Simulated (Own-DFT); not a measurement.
Hf36O71 (tetragonal hafnia with one neutral oxygen vacancy, atoms displaced) (calculated)

Computed with Own-DFT development build. A calculation, not a measurement: plane-wave PBE and HSE06 DFT by an unreviewed code, no spin, of a simulated cell at Gamma alone, so results move with cell size and shape, stress positive in tension, energies less offsets, not probed for a lower state with spin; hafnium file: forces about 75 meV/angstrom off all-electron values; oxygen file: force components 24 meV/angstrom off all-electron in a glass; k mesh not checked against a denser one; forces and stress are PBE's, HSE06 gives the energy alone, and its difference from PBE has offsets of its own; offsets are fitted by least squares, one for each functional and potential file, so energies compare only between cells with the same atoms and settings and are not formation energies; the far tail of each file's local potential was reset to the Coulomb form; each entry is a single point on an unrelaxed cell, so the pressure reflects the starting lattice, taken from the Materials Project, from which strain is counted, and rises with the displacements; printed positions are rounded, which can move forces by about a meV/angstrom; the program is a retired in-house code; no spin-orbit coupling.

Settings shared by all entries: first functional PBE; second functional HSE06; exact exchange share 0.25; screening 0.11 1/bohr; exchange divergence Gygi-Baldereschi; potential files PseudoDojo norm-conserving, scalar-relativistic, made for PBE, standard set; wave cutoff 48 hartree; occupations fixed; k mesh 1 x 1 x 1 centred on Gamma.

(1) Hf36O71 (tetragonal hafnia with one neutral oxygen vacancy, atoms displaced)

```
Hf36O71
1.0
     10.7800     0.0000     0.0000
      0.0000    10.7800     0.0000
      0.0000     0.0000    10.4493
Hf O Hf O Hf O Hf O Hf O Hf O Hf O Hf O Hf O Hf O Hf O Hf O Hf O Hf O Hf O Hf O Hf O Hf O
2 4 2 4 2 4 2 4 2 4 2 4 2 4 2 4 2 4 2 4 2 4 2 4 2 4 2 4 2 4 2 3 2 4 2 4
Direct
  0.99188 0.98838 0.99761
  0.17141 0.16539 0.25165
  0.99721 0.17584 0.14358
  0.15891 0.99957 0.33789
  0.00606 0.16850 0.39594
  0.16951 0.00398 0.10178
  0.99325 0.99963 0.49774
  0.17338 0.16799 0.75132
  0.99001 0.16501 0.65377
  0.17127 0.99611 0.83968
  0.00390 0.15884 0.90350
  0.17101 0.99430 0.60230
  0.99978 0.33369 0.00500
  0.17008 0.49642 0.25391
  0.99511 0.49660 0.15459
  0.17110 0.33286 0.34291
  0.00250 0.49671 0.40986
  0.16340 0.33100 0.08803
  0.99668 0.33415 0.50323
  0.16558 0.50097 0.74198
  0.00486 0.49378 0.65312
  0.16670 0.33792 0.84894
  0.00368 0.49697 0.89762
  0.16492 0.33364 0.59233
  0.99796 0.66874 0.99745
  0.16514 0.83474 0.24931
  0.99582 0.83758 0.14409
  0.16916 0.66937 0.34583
  0.00016 0.83434 0.39984
  0.15560 0.66523 0.09237
  0.00643 0.66124 0.49321
  0.17896 0.83130 0.75715
  0.99976 0.82531 0.64774
  0.17076 0.67575 0.84455
  0.99746 0.83438 0.91198
  0.16862 0.66315 0.59447
  0.32448 0.99585 0.00446
  0.50801 0.16457 0.24621
  0.33365 0.16290 0.14095
  0.49970 0.00592 0.34232
  0.33801 0.16999 0.40673
  0.50175 0.99840 0.09661
  0.32619 0.99792 0.49629
  0.49935 0.15920 0.75237
  0.32949 0.16182 0.65973
  0.50093 0.00082 0.84945
  0.33781 0.16663 0.90356
  0.49577 0.00211 0.59956
  0.34014 0.33115 0.00078
  0.49590 0.50698 0.24894
  0.33652 0.50352 0.14452
  0.49249 0.32990 0.33686
  0.33074 0.50657 0.39679
  0.49525 0.33201 0.09452
  0.33092 0.33795 0.49585
  0.50341 0.49755 0.75061
  0.33912 0.50054 0.63387
  0.50652 0.33117 0.84870
  0.32783 0.49421 0.89974
  0.50044 0.32814 0.59627
  0.33011 0.66844 0.00316
  0.49729 0.83686 0.24658
  0.32951 0.82864 0.14287
  0.50766 0.66724 0.35503
  0.33173 0.82316 0.40198
  0.49529 0.66562 0.10034
  0.32928 0.66930 0.50399
  0.49822 0.83135 0.74828
  0.33720 0.83142 0.65526
  0.50405 0.66268 0.84659
  0.33568 0.83425 0.90568
  0.49090 0.67047 0.60377
  0.66161 0.00279 0.00262
  0.83897 0.16116 0.23957
  0.67152 0.16378 0.14754
  0.83136 0.99562 0.34802
  0.66317 0.17317 0.40675
  0.82807 0.99635 0.09986
  0.67134 0.00628 0.49507
  0.83685 0.16517 0.74603
  0.67182 0.16170 0.65615
  0.83467 0.00516 0.84961
  0.67318 0.15908 0.89860
  0.84420 0.00023 0.59936
  0.66429 0.32406 0.99854
  0.84142 0.49610 0.24593
  0.65907 0.49872 0.15479
  0.83065 0.33494 0.35531
  0.66807 0.50130 0.40392
  0.83801 0.33968 0.09934
  0.67000 0.33757 0.49625
  0.83361 0.49595 0.75542
  0.66985 0.50045 0.65260
  0.83102 0.33623 0.85217
  0.83294 0.33083 0.60233
  0.66540 0.66378 0.99495
  0.84202 0.84289 0.24718
  0.67306 0.83386 0.14845
  0.83475 0.67180 0.35333
  0.66944 0.82523 0.40001
  0.83417 0.67149 0.10211
  0.66748 0.66854 0.50444
  0.82779 0.83211 0.74778
  0.66587 0.83573 0.65578
  0.83166 0.66156 0.85025
  0.66317 0.83696 0.90712
  0.84303 0.66656 0.59923
```

It finds PBE energy of cell above offsets -96.674 eV; HSE06 less PBE above offsets 0.062 eV; PBE pressure 2.18 GPa; PBE stress xx -1.76 GPa; PBE stress yy -2.37 GPa; PBE stress zz -2.41 GPa; PBE stress yz 0.45 GPa; PBE stress xz 1.34 GPa; PBE stress xy -0.07 GPa.

Force:
```csv
element,x (eV/Å),y (eV/Å),z (eV/Å)
Hf,0.376,3.467,0.219
Hf,-0.336,0.647,-1.584
O,0.404,-0.926,1.388
O,1.064,-0.154,1.333
O,-0.461,-0.383,0.329
O,-1.685,-0.517,-0.311
Hf,2.436,-0.362,0.526
Hf,-2.028,0.461,1.064
O,3.393,0.278,-1.322
O,0.238,0.553,1.699
O,0.02,0.802,0.142
O,-0.992,0.397,-1.649
Hf,0.489,-0.798,-2.212
Hf,0.354,0.688,-1.254
O,2.42,0.122,-0.257
O,0.203,0.064,0.177
O,0.313,-0.372,-1.586
O,1.528,0.389,1.697
Hf,-0.594,-0.937,0.316
Hf,1.256,-0.57,1.38
O,-1.048,0.076,-0.409
O,-0.011,-1.024,-1.495
O,-0.101,1.279,0.508
O,0.421,-0.372,0.308
Hf,-1.361,-1.545,-0.088
Hf,-0.519,-0.678,-0.529
O,1.797,0.269,0.798
O,-0.779,-0.593,-0.418
O,0.446,0.153,-0.544
O,1.576,0.084,0.778
Hf,-1.812,2.145,1.215
Hf,-1.813,1.396,-2.532
O,0.436,0.665,1.272
O,-0.178,-2.443,0.819
O,0.005,-1.509,-2.331
O,-0.353,-0.049,0.612
Hf,1.296,1.609,-0.929
Hf,-1.569,1.306,-0.202
O,0.335,0.091,1.908
O,0.123,-1.56,0.613
O,-1.089,-1.488,-0.498
O,-1.23,-0.18,0.62
Hf,1.006,0.487,1.03
Hf,0.258,0.582,-0.825
O,1.08,0.278,-0.979
O,-0.035,-0.783,-0.059
O,-0.348,-0.464,-0.441
O,0.439,-0.179,-1.079
Hf,-2.095,0.237,-1.094
Hf,0.854,-0.144,0.611
O,-1.514,-0.091,0.695
O,0.194,0.941,0.391
O,-0.293,-0.697,-0.568
O,2.008,-0.548,0.384
Hf,1.274,0.572,0.431
Hf,-0.633,-0.352,-0.614
O,-0.765,-0.581,1.72
O,0.46,0.105,0.044
O,0.657,1.403,-0.332
O,-0.032,0.096,-0.425
Hf,-0.155,-1.572,-0.59
Hf,1.908,-1.299,0.09
O,-0.001,0.335,1.219
O,-0.569,0.404,-0.93
O,0.025,3.033,-1.047
O,0.619,0.567,-0.294
Hf,1.356,-1.617,-0.067
Hf,0.776,0.303,0.707
O,-0.757,0.12,-0.602
O,0.274,0.168,0.595
O,0.168,-0.54,-0.721
O,1.882,0.144,-0.115
Hf,0.434,-1.398,-1.008
Hf,0.5,1.479,0.982
O,-0.183,0.452,0.163
O,-0.01,2.439,0.911
O,0.089,-1.443,-1.089
O,1.106,0.769,0.417
Hf,-0.984,-0.871,1.132
Hf,-0.935,0.584,1.918
O,-0.774,-0.599,-0.816
O,0.3,-1.983,-0.155
O,-0.718,1.344,0.695
O,-2.82,-0.441,-0.132
Hf,0.372,1.459,-0.473
Hf,-3.183,1.259,1.316
O,1.315,0.008,-0.691
O,0.465,-0.807,-1.004
O,-0.318,0.01,0.31
O,-1.99,-0.464,0.496
Hf,-0.363,0.71,0.99
Hf,0.538,0.253,-0.609
O,-0.534,0.164,0.701
O,-0.474,-0.832,0.109
O,-0.11,0.435,-0.238
Hf,0.298,0.011,1.127
Hf,-2.279,-3.744,0.177
O,-1.544,0.123,1.05
O,0.739,-1.003,-0.932
O,-0.507,2.523,0.685
O,-0.003,-0.786,-0.904
Hf,0.37,-0.575,-0.734
Hf,1.771,-0.129,0.101
O,0.083,-0.107,-0.648
O,-0.659,0.839,0.082
O,0.319,-0.874,-0.687
O,-1.329,-0.192,0.046
```

(2) Hf36O71 (tetragonal hafnia with one neutral oxygen vacancy, atoms displaced)

```
Hf36O71
1.0
     10.7800     0.0000     0.0000
      0.0000    10.7800     0.0000
      0.0000     0.0000    10.4493
Hf O Hf O Hf O Hf O Hf O Hf O Hf O Hf O Hf O Hf O Hf O Hf O Hf O Hf O Hf O Hf O Hf O Hf O
2 4 2 4 2 4 2 4 2 4 2 4 2 4 2 4 2 4 2 4 2 4 2 4 2 4 2 3 2 4 2 4 2 4 2 4
Direct
  0.99706 0.99802 0.99570
  0.16058 0.16565 0.25411
  0.00133 0.16152 0.15781
  0.16478 0.99783 0.35351
  0.99508 0.16823 0.41110
  0.15932 0.99912 0.08433
  0.00687 0.99875 0.50135
  0.17635 0.17124 0.74429
  0.99869 0.15207 0.65641
  0.16649 0.00253 0.85413
  0.99631 0.16642 0.90140
  0.16135 0.99300 0.59192
  0.99256 0.32904 0.00250
  0.16810 0.50380 0.25228
  0.99371 0.49822 0.15701
  0.15902 0.33558 0.34658
  0.99561 0.50049 0.40225
  0.15929 0.34365 0.09586
  0.00510 0.33156 0.49895
  0.16654 0.49378 0.74500
  0.99664 0.49377 0.64918
  0.16686 0.33613 0.84795
  0.00367 0.49252 0.90482
  0.16586 0.32549 0.60179
  0.00108 0.65711 0.99931
  0.17167 0.82987 0.24372
  0.99643 0.83228 0.15747
  0.16881 0.66624 0.34658
  0.99915 0.83568 0.40294
  0.16844 0.66723 0.08960
  0.99949 0.65763 0.50223
  0.16340 0.83394 0.75340
  0.00117 0.83190 0.65996
  0.16576 0.66873 0.85357
  0.99772 0.82519 0.89994
  0.16404 0.66700 0.59080
  0.34106 0.00596 0.99985
  0.50515 0.16901 0.25050
  0.33686 0.17037 0.16112
  0.50051 0.00234 0.34997
  0.33380 0.17032 0.40440
  0.49935 0.99647 0.10123
  0.32519 0.99840 0.49586
  0.49852 0.16316 0.75573
  0.33374 0.17559 0.65630
  0.49656 0.99491 0.84844
  0.32619 0.16385 0.90443
  0.49795 0.99719 0.59896
  0.33925 0.33746 0.99334
  0.50038 0.50037 0.24345
  0.34011 0.50101 0.15179
  0.49567 0.33806 0.35355
  0.33865 0.49583 0.40655
  0.50396 0.33560 0.10006
  0.33037 0.33795 0.50336
  0.50005 0.50301 0.74583
  0.33808 0.50178 0.65997
  0.50818 0.33370 0.84173
  0.33931 0.50499 0.90076
  0.49964 0.33948 0.59610
  0.33587 0.66767 0.99849
  0.50672 0.82903 0.24733
  0.34069 0.82610 0.15066
  0.49930 0.67288 0.35090
  0.33293 0.82991 0.40357
  0.50129 0.66665 0.10898
  0.33006 0.65981 0.49254
  0.49785 0.83045 0.75262
  0.32985 0.82782 0.64902
  0.50314 0.66210 0.84880
  0.32546 0.83264 0.90615
  0.49408 0.66832 0.59379
  0.66779 0.00417 0.99855
  0.83301 0.17224 0.25351
  0.66001 0.16451 0.14770
  0.82681 0.99314 0.33988
  0.66161 0.16776 0.40075
  0.83445 0.00625 0.09519
  0.67344 0.00876 0.48897
  0.83699 0.16829 0.74518
  0.84067 0.99398 0.85165
  0.66212 0.16991 0.89773
  0.83940 0.98970 0.59462
  0.66576 0.32483 0.99368
  0.83365 0.49906 0.25196
  0.66559 0.50066 0.15934
  0.83072 0.33036 0.34989
  0.65931 0.50219 0.40181
  0.83139 0.33249 0.09610
  0.66875 0.34165 0.49517
  0.82878 0.49706 0.74835
  0.66175 0.50070 0.65057
  0.83055 0.33180 0.84584
  0.65625 0.49990 0.89864
  0.82927 0.33467 0.59142
  0.65954 0.66332 0.00219
  0.83351 0.83643 0.25230
  0.65816 0.83169 0.15736
  0.83593 0.66143 0.33276
  0.67051 0.82835 0.40229
  0.83347 0.66778 0.09419
  0.66780 0.67273 0.51003
  0.82623 0.83454 0.75389
  0.66990 0.83089 0.65151
  0.83824 0.66834 0.85024
  0.66725 0.82772 0.90830
  0.83158 0.66685 0.60116
```

Results for Hf36O71 (tetragonal hafnia with one neutral oxygen vacancy, atoms displaced): PBE energy of cell above offsets -97.008 eV; HSE06 less PBE above offsets 0.077 eV; PBE pressure 2.65 GPa; PBE stress xx -2.45 GPa; PBE stress yy -1.89 GPa; PBE stress zz -3.6 GPa; PBE stress yz -0.24 GPa; PBE stress xz -0.12 GPa; PBE stress xy 0.13 GPa.

Force:
```csv
element,x (eV/Å),y (eV/Å),z (eV/Å)
Hf,0.242,-1.099,-0.806
Hf,1.823,-0.084,-0.541
O,-0.856,0.681,0.143
O,0.242,0.562,-1.33
O,0.053,-0.481,-1.161
O,2.293,-0.079,2.164
Hf,-1.854,-1.366,-0.106
Hf,-2.308,-1.292,2.338
O,0.801,1.193,-0.312
O,-0.005,0.105,-2.123
O,-0.289,0.601,0.382
O,2.21,0.694,1.622
Hf,1.555,0.132,-0.387
Hf,-0.41,-1.028,-1.826
O,1.401,0.331,-0.205
O,-0.025,-0.009,0.608
O,0.465,-1.025,0.088
O,1.405,-0.474,-0.15
Hf,-1.122,0.911,0.096
Hf,-0.383,1.879,1.553
O,0.491,0.036,0.193
O,0.79,-0.67,-0.543
O,-0.396,0.036,-0.604
O,-0.403,0.698,-0.124
Hf,-1.031,1.358,-0.47
Hf,-0.549,0.571,-0.025
O,1.115,0.131,-0.306
O,-0.056,-0.249,-0.302
O,-0.18,-1.218,0.394
O,0.061,-0.29,1.675
Hf,-0.723,2.497,-0.061
Hf,0.011,0.049,0.649
O,-0.571,-0.152,-0.561
O,0.176,-1.597,-1.505
O,0.434,0.938,1.104
O,0.053,-1.05,0.492
Hf,-1.977,-1.876,0.683
Hf,-1.707,-0.032,1.472
O,-1.175,-0.226,-0.892
O,0.179,-0.191,-0.434
O,-0.816,-0.072,0.724
O,0.654,0.667,-0.805
Hf,2.112,-0.87,-0.152
Hf,1.141,-0.205,-2.019
O,0.868,-0.48,-0.464
O,0.117,0.802,0.66
O,0.889,1.674,-0.414
O,0.248,0.737,-0.058
Hf,-1.237,0.349,1.385
Hf,1.014,0.484,2.147
O,-1.992,-0.219,-0.249
O,0.406,-0.864,-1.08
O,-1.165,0.311,-0.943
O,-0.435,-0.152,-0.97
Hf,2.396,-1.748,-0.552
Hf,0.821,-0.522,0.589
O,-2.39,-0.43,-1.359
O,-1.159,-0.663,0.809
O,-0.163,-1.378,0.148
O,0.111,-0.629,0.05
Hf,-0.346,0.642,0.345
Hf,-1.956,0.697,2.129
O,-1.353,0.426,0.123
O,-0.407,-1.593,-0.167
O,-0.744,0.719,-0.345
O,-0.201,-0.366,-1.386
Hf,0.976,2.457,0.929
Hf,-0.512,-0.105,-1.754
O,0.258,0.448,1.043
O,-0.307,1.538,0.278
O,1.08,0.447,-0.331
O,0.784,-0.21,0.878
Hf,0.266,-1.288,0.8
Hf,-0.196,-1.567,-1.085
O,1.809,0.168,-0.3
O,-0.209,3.373,1.111
O,0.749,1.268,-0.307
O,-1.206,-0.129,0.134
Hf,-1.228,-2.432,1.733
Hf,-0.291,-1.198,0.28
O,-1.249,1.711,-0.542
O,0.074,-1.983,-0.574
O,-1.299,0.95,-0.241
Hf,-0.196,2.431,0.782
Hf,-0.913,0.53,-0.649
O,0.646,-0.067,-1.135
O,0.03,0.494,-0.014
O,0.797,0.572,0.466
O,-0.752,-0.692,0.511
Hf,-2.001,-0.071,0.159
Hf,-0.12,1.404,0.601
O,1.377,0.1,-0.149
O,-0.179,0.11,-0.15
O,1.033,-0.533,0.646
O,1.102,-0.645,0.991
Hf,1.657,-0.316,0.496
Hf,-0.062,-2.43,-1.129
O,3.174,0.434,-1.539
O,0.122,1.048,1.922
O,0.192,0.728,0.311
O,-0.784,-0.3,-0.427
Hf,-1.3,-0.231,-1.47
Hf,2.041,-0.769,-0.16
O,-1.628,-0.376,0.486
O,-0.531,-1.806,-0.888
O,-0.269,1.349,-0.393
O,0.87,-0.645,-0.349
```

(3) Hf36O71 (tetragonal hafnia with one neutral oxygen vacancy, atoms displaced)

```
Hf36O71
1.0
     10.7800     0.0000     0.0000
      0.0000    10.7800     0.0000
      0.0000     0.0000    10.4493
Hf O Hf O Hf O Hf O Hf O Hf O Hf O Hf O Hf O Hf O Hf O Hf O Hf O Hf O Hf O Hf O Hf O Hf O
2 4 2 4 2 4 2 4 2 4 2 4 2 4 2 4 2 3 2 4 2 4 2 4 2 4 2 4 2 4 2 4 2 4 2 4
Direct
  0.00466 0.00299 0.99486
  0.16704 0.16750 0.24130
  0.99837 0.16610 0.15206
  0.16741 0.00360 0.34548
  0.00372 0.16201 0.40224
  0.16463 0.00083 0.09255
  0.99454 0.99709 0.49647
  0.15846 0.16752 0.75287
  0.00535 0.16217 0.64997
  0.16665 0.00866 0.85296
  0.00067 0.17055 0.89851
  0.16819 0.99714 0.59659
  0.99385 0.32864 0.00267
  0.16623 0.50318 0.24594
  0.99431 0.49568 0.14630
  0.16422 0.33677 0.34256
  0.00317 0.50429 0.39846
  0.16838 0.32994 0.09415
  0.99822 0.32829 0.50239
  0.16066 0.49635 0.76180
  0.00682 0.49627 0.65814
  0.17032 0.34350 0.85131
  0.99545 0.50166 0.90455
  0.16199 0.33952 0.59500
  0.00024 0.67010 0.99640
  0.16733 0.83665 0.24487
  0.00494 0.83722 0.15360
  0.16380 0.67260 0.34458
  0.99433 0.83311 0.40200
  0.16544 0.66770 0.10694
  0.00185 0.66635 0.50550
  0.16325 0.82389 0.75017
  0.00798 0.83886 0.66017
  0.15941 0.66205 0.85103
  0.01234 0.83591 0.89960
  0.15845 0.66676 0.59331
  0.32959 0.99842 0.00652
  0.49926 0.16462 0.25007
  0.32901 0.17272 0.15546
  0.50424 0.00485 0.34432
  0.32905 0.15701 0.40837
  0.49936 0.00099 0.08589
  0.32743 0.99805 0.50183
  0.49969 0.17456 0.75104
  0.33222 0.16975 0.65475
  0.50488 0.00162 0.85581
  0.32081 0.16510 0.90553
  0.50220 0.99698 0.59390
  0.34039 0.33390 0.00076
  0.50603 0.50199 0.24913
  0.33242 0.49815 0.14617
  0.50282 0.32723 0.35222
  0.49579 0.33349 0.08906
  0.33592 0.33436 0.50531
  0.50251 0.50149 0.75070
  0.33579 0.50544 0.65619
  0.50241 0.33565 0.85411
  0.33124 0.50006 0.90267
  0.49212 0.32897 0.59564
  0.32409 0.66849 0.00044
  0.49780 0.83468 0.24472
  0.34068 0.82942 0.15992
  0.49714 0.67507 0.35142
  0.33076 0.82887 0.39884
  0.50018 0.66570 0.09440
  0.33308 0.65886 0.50108
  0.51013 0.82706 0.74752
  0.33135 0.83481 0.64464
  0.49384 0.66906 0.84041
  0.32862 0.83160 0.89918
  0.50733 0.66972 0.60035
  0.65878 0.00684 0.00627
  0.83572 0.16686 0.25403
  0.66541 0.16551 0.15438
  0.83693 0.99727 0.34975
  0.66626 0.17641 0.39406
  0.83092 0.00385 0.09936
  0.66251 0.00054 0.49415
  0.83149 0.16676 0.75681
  0.67045 0.16581 0.65012
  0.83610 0.00130 0.84887
  0.66801 0.15809 0.90325
  0.83529 0.99250 0.59548
  0.66406 0.33592 0.00281
  0.83615 0.50658 0.25528
  0.66163 0.50631 0.16360
  0.83564 0.32707 0.35550
  0.66814 0.49463 0.40477
  0.83919 0.33111 0.10344
  0.66570 0.33119 0.49561
  0.83038 0.49840 0.74635
  0.67096 0.49737 0.65094
  0.82941 0.33270 0.85270
  0.66239 0.50106 0.90686
  0.83772 0.33292 0.59798
  0.66707 0.66337 0.99476
  0.83309 0.82834 0.24454
  0.66752 0.82536 0.15144
  0.83860 0.66586 0.33885
  0.67482 0.83404 0.39940
  0.83878 0.67646 0.09271
  0.67035 0.66744 0.49391
  0.83576 0.83233 0.74710
  0.67195 0.83826 0.65418
  0.83966 0.66720 0.84143
  0.65884 0.83596 0.91420
  0.83637 0.67583 0.59516
```

It finds PBE energy of cell above offsets -96.880 eV; HSE06 less PBE above offsets 0.037 eV; PBE pressure 2.6 GPa; PBE stress xx -3.52 GPa; PBE stress yy -1.06 GPa; PBE stress zz -3.21 GPa; PBE stress yz 0.39 GPa; PBE stress xz 0 GPa; PBE stress xy -0.05 GPa.

Force:
```csv
element,x (eV/Å),y (eV/Å),z (eV/Å)
Hf,-1.593,-0.322,0.216
Hf,-0.841,0.811,2.122
O,0.286,-0.02,-0.617
O,-0.076,-0.962,-0.755
O,-0.449,0.785,-0.1
O,0.595,-0.165,1.281
Hf,1.123,0.16,0.163
Hf,2.093,0.098,-0.06
O,-1.911,0.394,0.103
O,-0.52,-1.494,-0.567
O,-0.167,-0.085,-0.102
O,-0.86,0.309,0.242
Hf,1.681,1.489,0.335
Hf,-0.615,-0.438,0.441
O,0.499,0.583,0.727
O,0.582,-0.251,-0.051
O,-0.768,-0.45,0.628
O,-0.666,0.087,-0.108
Hf,0.98,0.272,-1.192
Hf,1.085,0.299,-1.532
O,-2.609,0.502,-0.567
O,-0.531,-2.533,0.029
O,-0.063,-0.554,-0.042
O,1.228,-0.274,0.258
Hf,0.42,-0.479,0.321
Hf,0.179,-0.024,2.165
O,-0.917,0.009,-0.738
O,0.531,-1.089,0.337
O,0.265,-0.699,0.365
O,-0.108,0.114,-1.29
Hf,0.13,0.087,-2.172
Hf,2.46,2.005,0.032
O,-2.139,-0.395,-1.083
O,0.494,0.431,0.547
O,-0.611,-0.228,0.589
O,2.175,0.184,1.094
Hf,0.298,0.421,-3.063
Hf,-0.255,0.531,0.46
O,1.874,-0.712,-0.513
O,0.458,-1.131,-0.304
O,0.474,2.419,-0.62
O,-1.679,0.052,3.051
Hf,0.034,-1.399,0.258
Hf,-0.478,-2.395,-0.171
O,0.013,0.094,0.644
O,-0.619,0.239,-1.876
O,1.27,0.509,0.455
O,-0.03,0.206,0.028
Hf,-3.505,-0.081,-1.006
Hf,-3.235,0.359,1.303
O,0.652,0.186,1.381
O,-0.806,1.326,-0.89
O,2.557,0.076,2.094
Hf,-2.344,-0.716,-1.428
Hf,-1.017,0.477,-0.353
O,-0.171,0.043,-0.506
O,0.263,-0.194,-0.744
O,0.634,0.74,0.112
O,2.464,0.361,1.276
Hf,1.24,-0.663,-0.127
Hf,1.681,-0.262,1.472
O,-2.076,0.554,-2.231
O,0.465,-1.8,-0.365
O,0.25,0.58,0.448
O,-0.339,-0.252,-0.266
Hf,-0.005,1.384,-0.272
Hf,-1.84,2.579,-0.092
O,0.551,-0.874,1.328
O,0.662,-1.274,0.879
O,-0.352,0.18,1
O,0.118,-0.33,-0.683
Hf,2.319,-1.499,-0.943
Hf,0.005,-0.987,-0.259
O,-0.343,0.49,-0.439
O,-0.451,0.714,-0.513
O,0.116,-2.079,0.637
O,0.544,-0.316,-0.285
Hf,0.724,0.374,0.481
Hf,0.318,-0.678,-0.994
O,-0.572,0.435,0.181
O,0.384,-0.684,-0.395
O,0.188,3.145,-0.452
O,-0.81,0.323,0.232
Hf,1.16,-1.635,-0.061
Hf,1.181,-2.585,-0.537
O,2.621,-0.437,-1.797
O,0.084,1.62,-0.444
O,0.01,1.488,-0.399
O,-2.586,0.029,-0.084
Hf,0.385,-0.492,0.873
Hf,2.06,-0.524,0.414
O,-0.86,0.062,0.192
O,-0.38,0.479,-0.154
O,0.28,-0.544,-0.71
O,-0.946,0.235,0.743
Hf,-0.291,2.641,1.671
Hf,0.402,1.99,-0.048
O,-0.56,0.277,0.537
O,-0.862,0.244,1.238
O,-0.252,-0.477,0.402
O,-1.055,-0.645,-0.059
Hf,-0.748,0.485,0.423
Hf,0.476,1.535,0.066
O,-0.162,-0.472,-0.253
O,-0.682,-0.134,0.348
O,0.448,-1.199,-1.418
O,-0.724,-0.57,0.099
```
